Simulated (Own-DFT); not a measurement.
# Biaxial strain at fixed height in wurtzite AlGaN with randomly placed atoms, 72 atoms (Al27Ga9N36)

The numbers are computed, not measured, by runs of the plane-wave DFT program Own-DFT (in-house, retired, unreviewed) at fixed positions, with no spin and no spin-orbit coupling.

Method: PBE; PseudoDojo norm-conserving scalar-relativistic files (stringent for Ga); cutoff 96 hartree; 4 x 4 x 3 k mesh centred on Gamma; Gaussian smearing of 0.01 eV.

Keep in mind: forces on such cells passed a denser k mesh, each cell not checked; stress not checked against mesh or cutoff.

Unstrained cell vectors in Å: (9.394, 0.000, 0.000); (-4.697, 8.135, 0.000); (0.000, 0.000, 10.066). The unstrained cell has measured lattice constants (interpolated for alloys), not those of this functional. That, the random moves and any unrelaxed bonds set the pressure at no strain. Each run strains x and y alike by e, as a substrate would, and holds the height along z. All atoms carry random offsets, Gaussian with a width of 0.05 Å per axis. The random placing of the alloy's atoms differs from row to row. Stress is positive in tension.

| e (%) | u (Å) | (s_xx + s_yy)/2 (GPa) | s_zz (GPa) |
|---|---|---|---|
| -2.50 | 0.048 | -22.95 | -9.03 |
| -2.00 | 0.047 | -18.91 | -10.55 |
| -1.50 | 0.045 | -14.08 | -10.06 |
| -1.25 | 0.046 | -13.57 | -8.29 |
| -1.00 | 0.048 | -11.87 | -7.65 |
| -0.75 | 0.047 | -10.48 | -7.31 |
| 1.25 | 0.048 | 0.70 | -4.24 |
| 1.75 | 0.052 | 2.53 | -3.36 |
| 2.25 | 0.050 | ? | ? |
| 2.50 | 0.052 | 6.78 | -4.25 |

## What the rows give

With e as a fraction, the in-plane stress is -5.7 + 575 e - 3810 e² GPa (errors 12 and 1021, scatter 0.62), and s_zz is -6.6 + 140 e GPa (slope ± 20, scatter 0.99). At e = 0 the first slope is C11 + C12 and the second 2 C13, both with the ions held to the strained lattice and at the cell's own pressure. The term in e² is negative: the layer stiffens under compression and softens under tension. A free layer would change its height as e changes, and the in-plane slope would drop by 2 C13²/C33 to the biaxial modulus. At fixed height, a misfit of 1 % moves the in-plane stress by about 5.7 GPa and s_zz by 1.4 GPa.

## Check

Asked: what are the two stresses at e = 2.25 %?

The fitted form gives 5.3 and -3.5 GPa. The hidden result is 5.61 and -4.73 GPa.
